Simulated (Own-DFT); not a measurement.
Simulation results for Hf32O63 (monoclinic hafnia with one vacancy, atoms displaced), Hf31O64 (monoclinic hafnia with one vacancy, atoms displaced)

Computed with Own-DFT development build. A calculation, not a measurement: plane-wave PBE density functional theory by an unreviewed code, no spin, of a simulated periodic cell, stress positive in tension, free energy of the whole cell less one offset for each atom, defect cell not probed for a lower state with spin; hafnium file: forces about 75 meV/angstrom off all-electron values; oxygen file: force components 24 meV/angstrom off all-electron in one glass; forces on such cells passed a denser k mesh, this cell's mesh not checked; offsets are fitted by least squares, one for each functional and potential file, so energies compare only between cells with the same atoms and settings and are not formation energies; the far tail of each file's local potential was reset to the Coulomb form; each entry is a single point on an unrelaxed cell, so the pressure reflects the starting lattice, mostly measured values, from which strain is counted, and rises with the displacements; printed positions are rounded, which can move forces by about a meV/angstrom; the program is a retired in-house code; no spin-orbit coupling; before rounding, a Quantum ESPRESSO 7.3.1 run of the same cell and cutoff gave forces within 1 meV/angstrom rms on each cell, which checks the program and not the settings.

Settings shared by all entries: functional PBE; potential files PseudoDojo norm-conserving, scalar-relativistic, standard set; wave cutoff 72 hartree; occupations Fermi-Dirac; smearing width 0.1 eV; k mesh 2 x 2 x 2 centred on Gamma.

```yaml
- entry: 1
  formula: Hf32O63
  kind: "monoclinic hafnia with one vacancy, atoms displaced"
  structure:
    cell_angstrom: [[10.234, 0.0, 0.0], [0.0, 10.35, 0.0], [-1.6955, 0.0, 10.4453]]
    atoms_fractional:
      - [Hf, 0.13477, 0.01437, 0.09873]
      - [Hf, 0.35479, 0.27552, 0.14933]
      - [Hf, 0.36225, 0.48549, 0.39921]
      - [Hf, 0.13829, 0.22266, 0.36633]
      - [O, 0.04962, 0.16863, 0.17031]
      - [O, 0.47089, 0.42335, 0.07382]
      - [O, 0.47436, 0.33747, 0.32794]
      - [O, 0.03634, 0.08334, 0.43415]
      - [O, 0.21768, 0.37717, 0.23838]
      - [O, 0.27187, 0.12471, 0.0185]
      - [O, 0.27101, 0.12224, 0.26678]
      - [O, 0.23411, 0.37503, 0.49224]
      - [Hf, 0.14206, 0.02977, 0.60654]
      - [Hf, 0.36142, 0.26903, 0.64516]
      - [Hf, 0.3584, 0.47869, 0.89579]
      - [Hf, 0.1275, 0.22773, 0.86102]
      - [O, 0.04197, 0.15188, 0.67682]
      - [O, 0.46058, 0.42206, 0.57311]
      - [O, 0.45181, 0.34098, 0.81823]
      - [O, 0.04374, 0.104, 0.9296]
      - [O, 0.23694, 0.36893, 0.74168]
      - [O, 0.27378, 0.12079, 0.51995]
      - [O, 0.27064, 0.12729, 0.76191]
      - [O, 0.21552, 0.38047, 0.98094]
      - [Hf, 0.14008, 0.51795, 0.11899]
      - [Hf, 0.35336, 0.77323, 0.14579]
      - [Hf, 0.36124, 0.98045, 0.39189]
      - [Hf, 0.15285, 0.73683, 0.37137]
      - [O, 0.03789, 0.64973, 0.17882]
      - [O, 0.45979, 0.91398, 0.05692]
      - [O, 0.47417, 0.83647, 0.32299]
      - [O, 0.03894, 0.5935, 0.4218]
      - [O, 0.23341, 0.887, 0.2345]
      - [O, 0.27624, 0.62885, 0.01273]
      - [O, 0.29041, 0.63022, 0.26674]
      - [O, 0.22712, 0.86288, 0.49422]
      - [Hf, 0.14039, 0.52103, 0.60773]
      - [Hf, 0.35234, 0.78677, 0.63893]
      - [Hf, 0.3561, 0.9725, 0.9042]
      - [Hf, 0.14679, 0.74053, 0.8568]
      - [O, 0.04524, 0.67672, 0.68422]
      - [O, 0.47269, 0.909, 0.58534]
      - [O, 0.46674, 0.81565, 0.81182]
      - [O, 0.0417, 0.56709, 0.92514]
      - [O, 0.27222, 0.63208, 0.50446]
      - [O, 0.26921, 0.61164, 0.75732]
      - [O, 0.20148, 0.87336, 0.98423]
      - [Hf, 0.62953, 0.01558, 0.09931]
      - [Hf, 0.85326, 0.27158, 0.14977]
      - [Hf, 0.85665, 0.47333, 0.39409]
      - [Hf, 0.64638, 0.22915, 0.35661]
      - [O, 0.53938, 0.16319, 0.17505]
      - [O, 0.9675, 0.41372, 0.08528]
      - [O, 0.96938, 0.33147, 0.32949]
      - [O, 0.54181, 0.07434, 0.42382]
      - [O, 0.73577, 0.3904, 0.24359]
      - [O, 0.77524, 0.12527, 0.0185]
      - [O, 0.77782, 0.10394, 0.25964]
      - [O, 0.7237, 0.37079, 0.49012]
      - [Hf, 0.62632, 0.00927, 0.59822]
      - [Hf, 0.85712, 0.27936, 0.65384]
      - [Hf, 0.86383, 0.49107, 0.89027]
      - [Hf, 0.6322, 0.22536, 0.86155]
      - [O, 0.52938, 0.17367, 0.67412]
      - [O, 0.95666, 0.41553, 0.56893]
      - [O, 0.95737, 0.33592, 0.82597]
      - [O, 0.5383, 0.08798, 0.93979]
      - [O, 0.72399, 0.38504, 0.7364]
      - [O, 0.76132, 0.1318, 0.51429]
      - [O, 0.77428, 0.1205, 0.76996]
      - [O, 0.71766, 0.36484, 0.98914]
      - [Hf, 0.63869, 0.52708, 0.09207]
      - [Hf, 0.85272, 0.76338, 0.14702]
      - [Hf, 0.86654, 0.96921, 0.394]
      - [Hf, 0.64739, 0.72937, 0.36321]
      - [O, 0.53317, 0.65842, 0.17157]
      - [O, 0.97298, 0.9129, 0.06878]
      - [O, 0.97263, 0.83162, 0.31797]
      - [O, 0.54367, 0.58913, 0.43293]
      - [O, 0.73522, 0.88711, 0.24099]
      - [O, 0.78322, 0.62879, 0.01181]
      - [O, 0.7762, 0.61714, 0.24492]
      - [O, 0.72177, 0.87162, 0.48887]
      - [Hf, 0.63623, 0.5198, 0.59931]
      - [Hf, 0.8578, 0.76991, 0.63717]
      - [Hf, 0.86274, 0.97009, 0.88477]
      - [Hf, 0.6355, 0.71986, 0.85554]
      - [O, 0.51705, 0.66695, 0.68476]
      - [O, 0.963, 0.91976, 0.59068]
      - [O, 0.96259, 0.8255, 0.8319]
      - [O, 0.52119, 0.5817, 0.91436]
      - [O, 0.72547, 0.87748, 0.74702]
      - [O, 0.77923, 0.63678, 0.52531]
      - [O, 0.77421, 0.61345, 0.76419]
      - [O, 0.70851, 0.88108, 0.99991]
  results:
    "free_energy_of_cell_above_offsets [eV]": "-82.359"
    "pressure [GPa]": 8.26
    "stress_xx [GPa]": -6.54
    "stress_yy [GPa]": -8.89
    "stress_zz [GPa]": -9.36
    "stress_yz [GPa]": 0.08
    "stress_xz [GPa]": -0.38
    "stress_xy [GPa]": -1.36
    force_element: [Hf, Hf, Hf, Hf, O, O, O, O, O, O, O, O, Hf, Hf, Hf, Hf, O, O, O, O, O, O, O, O, Hf, Hf, Hf, Hf, O, O, O, O, O, O, O, O, Hf, Hf, Hf, Hf, O, O, O, O, O, O, O, Hf, Hf, Hf, Hf, O, O, O, O, O, O, O, O, Hf, Hf, Hf, Hf, O, O, O, O, O, O, O, O, Hf, Hf, Hf, Hf, O, O, O, O, O, O, O, O, Hf, Hf, Hf, Hf, O, O, O, O, O, O, O, O]
    "force_x [eV/angstrom]": [-1.178, 1.787, 0.873, -0.193, -1.795, -1.543, -0.967, -0.664, 1.343, 1.689, 1.458, -1.325, -0.762, -0.227, -1.652, 4.374, -3.257, 0.997, 3.308, -5.024, -2.933, 1.577, 0.957, 0.645, -0.617, 2.267, 1.339, -2.624, -1.275, -0.941, -0.45, -1.133, -0.402, -0.029, -0.566, -0.058, -0.345, 0.848, 0.524, -1.551, -0.983, -1.648, -2.537, 0.184, 0.905, 0.154, 2.417, 2.165, 2.77, 2.721, -1.036, -1.411, -1.193, -0.616, -1.882, -1.488, 0.28, 0.209, -0.28, 3.12, -0.093, 1.383, 0.359, 1.677, 1.303, 0.503, -2.16, -0.434, 1.402, -0.071, 0.414, -1.39, 2.758, 0.189, -1.481, -0.176, -2.087, -0.355, -0.488, -0.839, -0.684, -0.367, 0.299, -1.809, 2.081, -0.805, -0.799, 2.85, 0.033, 0.421, 2.838, -0.158, -0.179, -0.671, 2.207]
    "force_y [eV/angstrom]": [2.855, -0.341, -1.146, 1.233, 0.376, -1.964, 0.272, -0.338, -0.255, 0.414, -0.147, -0.717, -2.265, 1.136, -0.521, 4.4, 3.087, 0.087, -1.589, -5.616, 1.749, 0.368, -2.006, -1.435, -0.129, -2.251, 0.868, -3.304, 2.58, -2.555, 0.366, -0.883, -0.779, 1.527, 0.032, 3.765, -0.068, -4.801, 2.373, -4.54, -0.634, 0.353, 4.272, 1.771, -0.632, 1.188, 0.878, 1.535, -0.773, 0.973, -1.348, 1.295, -0.556, 0.137, 0.078, -1.568, 0.341, 2.479, 0.834, 3.846, -2.159, -2.501, 0.629, -1.926, 0.31, -0.265, 0.294, -0.76, 0.155, 0.225, 0.993, -1.539, 1.817, 1.576, -0.284, 1.514, -1.176, 0.765, 0.494, -2.844, 0.155, 0.927, -0.06, 0.138, 1.685, 1.938, 1.127, -2.377, -0.438, -0.078, 1.207, -0.739, -2.219, 2.141, -3.03]
    "force_z [eV/angstrom]": [1.853, -0.634, -0.36, -2.473, 1.105, 0.824, -0.128, -1.195, 1.539, -0.194, 1.031, -0.751, 2.0, 0.735, -0.631, -2.408, 0.731, 0.272, 1.268, 0.985, -1.499, -1.68, 0.922, 1.687, -3.203, -0.239, -0.363, -5.082, 0.522, 2.937, 0.329, 1.017, 1.407, 0.465, 0.145, -0.033, 0.317, 3.74, -3.526, -1.219, -2.163, -2.083, 2.947, -0.654, 1.688, 0.07, 0.604, 2.797, -1.51, -0.205, -0.808, 0.759, -0.298, 0.616, -1.01, -0.33, -0.39, 1.083, -0.194, 2.347, -0.739, 2.553, -0.787, -0.045, 1.17, -0.372, -3.194, -0.011, 0.187, -0.577, 0.146, 1.027, -0.003, 0.34, -3.036, 0.586, -0.213, 1.164, -1.514, 0.806, -1.376, 2.595, 0.08, 2.805, 4.389, 2.676, -1.128, -2.395, -1.378, -0.282, 1.171, -1.208, -3.203, -1.513, -2.202]
- entry: 2
  formula: Hf32O63
  kind: "monoclinic hafnia with one vacancy, atoms displaced"
  structure:
    cell_angstrom: [[10.234, 0.0, 0.0], [0.0, 10.35, 0.0], [-1.6955, 0.0, 10.4453]]
    atoms_fractional:
      - [Hf, 0.14652, 0.02393, 0.10227]
      - [Hf, 0.35917, 0.27221, 0.15326]
      - [Hf, 0.36343, 0.47673, 0.37884]
      - [Hf, 0.14905, 0.22744, 0.37213]
      - [O, 0.04329, 0.15905, 0.17422]
      - [O, 0.47006, 0.40987, 0.07241]
      - [O, 0.46111, 0.34685, 0.31859]
      - [O, 0.04544, 0.08511, 0.41759]
      - [O, 0.22808, 0.39047, 0.23289]
      - [O, 0.27043, 0.11727, 0.01255]
      - [O, 0.28615, 0.12582, 0.25353]
      - [O, 0.20834, 0.37228, 0.484]
      - [Hf, 0.13469, 0.01358, 0.61772]
      - [Hf, 0.37199, 0.27828, 0.63926]
      - [Hf, 0.34959, 0.47608, 0.88736]
      - [Hf, 0.13606, 0.23578, 0.84754]
      - [O, 0.03048, 0.17455, 0.67193]
      - [O, 0.46472, 0.40753, 0.571]
      - [O, 0.46013, 0.33618, 0.82286]
      - [O, 0.03969, 0.08516, 0.94076]
      - [O, 0.22998, 0.38327, 0.73777]
      - [O, 0.27202, 0.14625, 0.50285]
      - [O, 0.26902, 0.11406, 0.75393]
      - [O, 0.22924, 0.36919, 0.99628]
      - [Hf, 0.1318, 0.52426, 0.10187]
      - [Hf, 0.34754, 0.7614, 0.13682]
      - [Hf, 0.35504, 0.97334, 0.4023]
      - [Hf, 0.13932, 0.74151, 0.34262]
      - [O, 0.04207, 0.65838, 0.17001]
      - [O, 0.46412, 0.92165, 0.08258]
      - [O, 0.46639, 0.84753, 0.3228]
      - [O, 0.03687, 0.58857, 0.42368]
      - [O, 0.23381, 0.88355, 0.24104]
      - [O, 0.27264, 0.63483, 0.00229]
      - [O, 0.23005, 0.85136, 0.49786]
      - [Hf, 0.15075, 0.5129, 0.62202]
      - [Hf, 0.36934, 0.77136, 0.64431]
      - [Hf, 0.36577, 0.97346, 0.90072]
      - [Hf, 0.14822, 0.72746, 0.86739]
      - [O, 0.05186, 0.66834, 0.68823]
      - [O, 0.45581, 0.91787, 0.57642]
      - [O, 0.45951, 0.84742, 0.82771]
      - [O, 0.03882, 0.58814, 0.91332]
      - [O, 0.21801, 0.86102, 0.74667]
      - [O, 0.27781, 0.6327, 0.50977]
      - [O, 0.28793, 0.63127, 0.75024]
      - [O, 0.23224, 0.86916, 0.99567]
      - [Hf, 0.64041, 0.0209, 0.08679]
      - [Hf, 0.87158, 0.27909, 0.14889]
      - [Hf, 0.8622, 0.48467, 0.40151]
      - [Hf, 0.64326, 0.22702, 0.36301]
      - [O, 0.52752, 0.17725, 0.17322]
      - [O, 0.97357, 0.41414, 0.07873]
      - [O, 0.95964, 0.3238, 0.32862]
      - [O, 0.53291, 0.07407, 0.42497]
      - [O, 0.72255, 0.38894, 0.23311]
      - [O, 0.77575, 0.11643, 0.01166]
      - [O, 0.77897, 0.12794, 0.25713]
      - [O, 0.71949, 0.36398, 0.48726]
      - [Hf, 0.65131, 0.02456, 0.6041]
      - [Hf, 0.85935, 0.27214, 0.64154]
      - [Hf, 0.87156, 0.46884, 0.90153]
      - [Hf, 0.62595, 0.23312, 0.85235]
      - [O, 0.52622, 0.15951, 0.66977]
      - [O, 0.95294, 0.41883, 0.57635]
      - [O, 0.96415, 0.34325, 0.8193]
      - [O, 0.55375, 0.0876, 0.92566]
      - [O, 0.7385, 0.377, 0.73744]
      - [O, 0.78362, 0.1283, 0.50476]
      - [O, 0.77535, 0.12191, 0.76002]
      - [O, 0.73884, 0.36496, 0.98673]
      - [Hf, 0.63477, 0.51104, 0.1138]
      - [Hf, 0.85658, 0.77392, 0.15688]
      - [Hf, 0.86159, 0.98115, 0.39413]
      - [Hf, 0.64457, 0.7324, 0.35657]
      - [O, 0.52654, 0.66613, 0.18559]
      - [O, 0.96832, 0.91325, 0.07799]
      - [O, 0.95922, 0.83377, 0.32924]
      - [O, 0.53435, 0.58952, 0.4231]
      - [O, 0.72965, 0.87399, 0.24186]
      - [O, 0.78298, 0.63642, 0.00225]
      - [O, 0.76971, 0.63261, 0.26638]
      - [O, 0.7273, 0.8748, 0.48706]
      - [Hf, 0.62931, 0.50724, 0.60722]
      - [Hf, 0.85699, 0.76322, 0.65273]
      - [Hf, 0.86901, 0.98289, 0.90359]
      - [Hf, 0.63018, 0.72974, 0.8521]
      - [O, 0.51946, 0.65428, 0.67839]
      - [O, 0.95074, 0.91449, 0.56641]
      - [O, 0.96734, 0.84794, 0.83269]
      - [O, 0.537, 0.6046, 0.9253]
      - [O, 0.70879, 0.87445, 0.73216]
      - [O, 0.77751, 0.62641, 0.51077]
      - [O, 0.7619, 0.63215, 0.75434]
      - [O, 0.72266, 0.8696, 0.98181]
  results:
    "free_energy_of_cell_above_offsets [eV]": "-81.944"
    "pressure [GPa]": 8.81
    "stress_xx [GPa]": -8.71
    "stress_yy [GPa]": -8.78
    "stress_zz [GPa]": -8.94
    "stress_yz [GPa]": 0.62
    "stress_xz [GPa]": -0.44
    "stress_xy [GPa]": 0.18
    force_element: [Hf, Hf, Hf, Hf, O, O, O, O, O, O, O, O, Hf, Hf, Hf, Hf, O, O, O, O, O, O, O, O, Hf, Hf, Hf, Hf, O, O, O, O, O, O, O, Hf, Hf, Hf, Hf, O, O, O, O, O, O, O, O, Hf, Hf, Hf, Hf, O, O, O, O, O, O, O, O, Hf, Hf, Hf, Hf, O, O, O, O, O, O, O, O, Hf, Hf, Hf, Hf, O, O, O, O, O, O, O, O, Hf, Hf, Hf, Hf, O, O, O, O, O, O, O, O]
    "force_x [eV/angstrom]": [-1.261, 0.274, -2.612, -2.187, -1.222, -0.15, 2.787, -1.507, -0.857, 2.125, -0.778, 1.602, -0.506, -2.726, 2.702, -0.375, 1.199, 0.596, 0.231, -0.316, -0.117, 2.107, -0.012, -0.277, 2.556, 3.636, 2.123, -0.357, -1.872, 0.255, 0.073, -0.682, -1.609, 0.968, -1.516, -2.411, -1.917, -1.505, -1.564, -1.783, 1.912, 1.974, -1.452, 0.198, 0.12, -0.899, -0.733, -0.735, -0.104, 2.103, -1.389, 2.065, -0.182, -0.246, 1.477, 0.887, 1.769, -0.938, -0.463, -1.872, 0.009, -2.051, 3.188, 0.725, 1.488, 2.682, -3.79, -2.321, -0.58, -0.203, -1.353, -0.896, 1.154, 0.44, -2.935, 0.329, -0.333, 1.728, -0.24, -1.095, -0.1, 1.308, -0.821, 1.572, 1.233, -0.848, 2.372, 1.848, 2.178, 0.744, -3.191, 1.028, -0.426, 0.808, -0.255]
    "force_y [eV/angstrom]": [-0.553, -1.599, 4.392, 0.457, 1.728, 0.841, -2.107, -2.237, 0.31, 2.49, -0.337, 2.127, -0.798, -3.573, 2.354, -2.582, -1.304, 1.21, 0.395, 2.156, -2.38, -2.627, 0.604, 0.064, -0.501, 2.014, 0.296, -2.685, 2.21, -0.249, -0.98, -0.381, -0.899, -2.633, 3.167, 5.692, -0.322, 1.846, 2.413, -0.716, 1.24, -1.769, -2.214, 2.856, -1.99, -3.356, 0.104, -0.934, -3.955, 0.614, -2.097, -1.143, 0.13, 1.309, 2.324, -1.64, 2.601, -0.197, 0.953, -2.052, -0.369, 4.174, -0.308, 0.654, 0.524, -1.874, -0.624, 0.672, 0.41, 0.452, -0.066, 4.16, -0.653, 0.437, 1.029, -1.305, -0.718, -0.426, -1.114, 1.72, -1.216, -1.771, -0.192, 3.869, 0.612, -0.554, 1.318, -1.307, 0.637, -1.651, -3.918, 0.83, -0.213, -2.045, 0.738]
    "force_z [eV/angstrom]": [2.48, -1.96, 2.065, -6.173, 0.45, -1.154, 0.864, 1.772, 0.912, -1.64, 1.972, 1.954, -1.808, 0.004, 2.831, 1.911, 0.184, -1.154, 0.052, -3.475, 1.763, 3.155, 0.858, -2.437, 0.083, 3.629, -1.294, 2.451, 0.753, -1.117, 0.441, -0.244, 0.053, 0.754, -0.907, -5.859, -0.509, 0.792, -3.685, -1.326, 0.494, -0.823, 1.32, -0.956, -0.744, 2.89, -0.629, 5.055, 1.16, -0.575, -3.615, 0.269, -0.696, 0.557, 0.133, 2.004, -0.002, 0.509, 0.55, -0.148, -0.254, -0.554, -0.101, 0.625, 0.628, 0.189, -2.1, 0.21, 0.696, -0.358, 0.097, -2.692, -3.428, -1.156, 0.267, -1.34, 0.742, -0.121, 0.74, -0.447, 1.41, -0.684, 0.356, -0.542, 0.138, -0.045, 0.235, -0.516, 2.205, -1.29, 1.476, -0.552, 0.591, 0.202, 1.181]
- entry: 3
  formula: Hf31O64
  kind: "monoclinic hafnia with one vacancy, atoms displaced"
  structure:
    cell_angstrom: [[10.234, 0.0, 0.0], [0.0, 10.35, 0.0], [-1.6955, 0.0, 10.4453]]
    atoms_fractional:
      - [Hf, 0.14974, 0.02215, 0.11644]
      - [Hf, 0.35342, 0.27064, 0.13944]
      - [Hf, 0.37691, 0.49096, 0.4073]
      - [Hf, 0.14638, 0.22744, 0.33685]
      - [O, 0.02905, 0.16434, 0.17133]
      - [O, 0.46333, 0.40488, 0.0716]
      - [O, 0.45894, 0.33796, 0.32714]
      - [O, 0.03682, 0.08088, 0.43114]
      - [O, 0.23366, 0.37768, 0.24531]
      - [O, 0.27329, 0.12017, 0.01653]
      - [O, 0.2652, 0.12309, 0.27517]
      - [O, 0.24644, 0.36931, 0.48897]
      - [Hf, 0.1339, 0.02529, 0.6009]
      - [Hf, 0.3543, 0.27448, 0.64215]
      - [Hf, 0.35975, 0.48811, 0.89308]
      - [Hf, 0.136, 0.23405, 0.85789]
      - [O, 0.03643, 0.16942, 0.68733]
      - [O, 0.45857, 0.41851, 0.57502]
      - [O, 0.46382, 0.33689, 0.82767]
      - [O, 0.03951, 0.08131, 0.92199]
      - [O, 0.22521, 0.37709, 0.73938]
      - [O, 0.29286, 0.13507, 0.52554]
      - [O, 0.28704, 0.12155, 0.75812]
      - [O, 0.22339, 0.37495, 0.98194]
      - [Hf, 0.14505, 0.54004, 0.10628]
      - [Hf, 0.36602, 0.76702, 0.13824]
      - [Hf, 0.34987, 0.98829, 0.38707]
      - [Hf, 0.1323, 0.73693, 0.36083]
      - [O, 0.05528, 0.6685, 0.16515]
      - [O, 0.4596, 0.92073, 0.06401]
      - [O, 0.47067, 0.83315, 0.33492]
      - [O, 0.04508, 0.57039, 0.42763]
      - [O, 0.22825, 0.87698, 0.23171]
      - [O, 0.26415, 0.62735, 0.00766]
      - [O, 0.27862, 0.60542, 0.25777]
      - [O, 0.23017, 0.87543, 0.5012]
      - [Hf, 0.13748, 0.51971, 0.58902]
      - [Hf, 0.36437, 0.7797, 0.66134]
      - [Hf, 0.35253, 0.98272, 0.88688]
      - [Hf, 0.13887, 0.72229, 0.85617]
      - [O, 0.03128, 0.65979, 0.67503]
      - [O, 0.46276, 0.91275, 0.58234]
      - [O, 0.45021, 0.84525, 0.82685]
      - [O, 0.04016, 0.58618, 0.923]
      - [O, 0.21667, 0.88568, 0.73979]
      - [O, 0.27584, 0.62897, 0.49986]
      - [O, 0.26472, 0.61109, 0.75916]
      - [O, 0.23419, 0.87757, 0.99562]
      - [Hf, 0.63987, 0.02188, 0.10656]
      - [Hf, 0.85607, 0.27001, 0.14093]
      - [Hf, 0.85971, 0.479, 0.37996]
      - [Hf, 0.63318, 0.23076, 0.36108]
      - [O, 0.53095, 0.16566, 0.16874]
      - [O, 0.96367, 0.41575, 0.05944]
      - [O, 0.96304, 0.32904, 0.332]
      - [O, 0.53563, 0.07846, 0.42432]
      - [O, 0.73413, 0.3713, 0.2395]
      - [O, 0.78885, 0.12231, 0.01735]
      - [O, 0.77307, 0.12725, 0.26794]
      - [O, 0.71716, 0.38002, 0.4953]
      - [Hf, 0.64281, 0.01768, 0.59857]
      - [Hf, 0.84871, 0.26815, 0.64178]
      - [Hf, 0.86239, 0.47531, 0.91318]
      - [Hf, 0.64645, 0.22805, 0.84862]
      - [O, 0.53291, 0.15863, 0.66868]
      - [O, 0.96017, 0.40231, 0.57455]
      - [O, 0.94658, 0.32179, 0.81522]
      - [O, 0.52689, 0.08882, 0.91888]
      - [O, 0.72546, 0.3726, 0.73882]
      - [O, 0.76818, 0.13041, 0.52657]
      - [O, 0.78605, 0.13639, 0.7555]
      - [O, 0.72753, 0.36977, 0.98789]
      - [Hf, 0.65813, 0.52755, 0.11666]
      - [Hf, 0.85373, 0.79239, 0.15805]
      - [Hf, 0.86873, 0.973, 0.384]
      - [Hf, 0.6471, 0.72077, 0.37094]
      - [O, 0.53275, 0.66587, 0.16708]
      - [O, 0.95896, 0.92511, 0.06471]
      - [O, 0.97079, 0.83615, 0.33179]
      - [O, 0.53304, 0.57675, 0.4352]
      - [O, 0.72812, 0.86624, 0.24689]
      - [O, 0.76358, 0.62643, 0.99536]
      - [O, 0.77494, 0.6099, 0.25763]
      - [O, 0.72355, 0.87981, 0.48743]
      - [Hf, 0.63312, 0.52168, 0.58185]
      - [Hf, 0.87586, 0.76386, 0.65165]
      - [Hf, 0.85521, 0.97353, 0.89746]
      - [O, 0.54256, 0.66148, 0.66576]
      - [O, 0.9625, 0.90867, 0.56936]
      - [O, 0.95483, 0.83233, 0.81269]
      - [O, 0.54949, 0.59257, 0.92466]
      - [O, 0.73073, 0.87516, 0.73293]
      - [O, 0.77858, 0.62989, 0.51152]
      - [O, 0.77432, 0.61795, 0.77073]
      - [O, 0.73541, 0.86488, 0.99433]
  results:
    "free_energy_of_cell_above_offsets [eV]": "-62.243"
    "pressure [GPa]": 10.63
    "stress_xx [GPa]": -10.46
    "stress_yy [GPa]": -9.74
    "stress_zz [GPa]": -11.69
    "stress_yz [GPa]": -0.15
    "stress_xz [GPa]": -1.1
    "stress_xy [GPa]": 2.0
    force_element: [Hf, Hf, Hf, Hf, O, O, O, O, O, O, O, O, Hf, Hf, Hf, Hf, O, O, O, O, O, O, O, O, Hf, Hf, Hf, Hf, O, O, O, O, O, O, O, O, Hf, Hf, Hf, Hf, O, O, O, O, O, O, O, O, Hf, Hf, Hf, Hf, O, O, O, O, O, O, O, O, Hf, Hf, Hf, Hf, O, O, O, O, O, O, O, O, Hf, Hf, Hf, Hf, O, O, O, O, O, O, O, O, Hf, Hf, Hf, O, O, O, O, O, O, O, O]
    "force_x [eV/angstrom]": [-2.471, 2.335, -6.654, -4.977, 0.845, 0.571, 2.041, 0.417, -1.669, 0.046, 3.56, -3.2, 0.048, 1.725, 2.451, -1.012, 0.674, 2.335, 0.757, -0.064, -0.586, -1.73, -1.592, -0.082, 0.589, 0.844, 3.741, 4.371, -5.115, 1.44, -0.262, -1.906, -0.502, 3.083, 0.747, -0.995, 0.176, 2.009, 0.589, -0.834, 2.232, 0.527, 0.851, -1.274, -1.068, -0.632, 0.544, -1.915, -2.051, 1.338, 1.731, -1.065, 0.18, 2.084, 0.589, -0.75, -1.533, -1.592, 0.239, 0.884, -1.821, 2.231, -1.117, -2.092, 0.444, 1.686, 1.875, 2.061, -1.705, 0.985, -1.752, -1.216, -4.192, 2.933, -2.532, -2.291, 1.238, 1.746, 0.322, 3.262, -1.973, 1.01, 1.094, 0.589, 1.696, -4.469, 0.085, -1.28, 0.968, 2.772, -1.94, -0.22, 0.447, 1.025, -0.929]
    "force_y [eV/angstrom]": [-0.869, 2.163, -3.964, 5.685, -0.264, 1.101, -1.286, 0.816, -0.798, 1.7, -1.978, 0.15, 0.557, 0.129, -2.465, -0.744, -1.401, 0.246, 0.324, -0.097, 0.348, -2.868, 0.982, -0.117, -7.15, 1.445, -3.611, -2.678, 4.891, -0.608, -0.359, 2.322, -0.295, 1.596, 2.785, -0.298, -2.666, -0.808, 0.468, 2.238, -1.51, 0.587, -1.421, -0.323, -0.879, 1.334, 1.673, -1.731, -0.315, -0.422, -3.428, -0.336, -0.099, -1.804, 0.236, 0.621, 1.08, 0.556, -1.378, -1.74, -1.665, 1.986, 2.479, 0.243, 0.903, 2.126, 1.396, 0.574, 1.105, -0.159, -3.442, -1.033, -1.237, -3.664, 3.527, 3.659, -0.698, -1.308, -0.891, 5.298, 1.845, -0.253, 3.142, -1.709, -1.88, 1.195, -0.165, 0.637, 0.862, 0.311, -1.265, 1.805, -0.215, -0.251, 1.417]
    "force_z [eV/angstrom]": [-4.972, -0.362, -3.41, 4.966, 0.304, 0.482, -0.097, -2.058, -1.446, 1.005, -3.775, -0.849, 2.587, 2.594, 0.405, -1.199, -2.113, 1.68, -0.046, 0.583, -0.459, -3.574, 0.068, 0.876, -0.735, 0.701, 4.968, -0.108, 2.861, 2.579, -0.598, -4.053, 2.132, -0.202, 0.232, -2.475, 4.095, -0.365, 0.935, -1.05, -0.308, -0.899, -0.374, -0.16, -0.279, 1.23, -0.493, -0.586, -2.54, 0.057, 4.795, -0.443, 1.011, 5.664, -1.136, -1.568, 0.122, -0.338, -0.308, -3.21, 2.949, 0.504, -7.049, -0.6, 0.641, -1.242, 3.024, 0.893, -0.25, -3.956, 2.583, 1.349, -6.177, -7.748, 4.899, -1.538, 1.332, 3.884, -1.2, -5.15, 0.859, 3.373, 1.152, -1.858, 10.93, -0.479, -2.473, -0.269, -0.729, 3.309, 0.593, -0.333, -1.662, -1.928, 2.023]
```
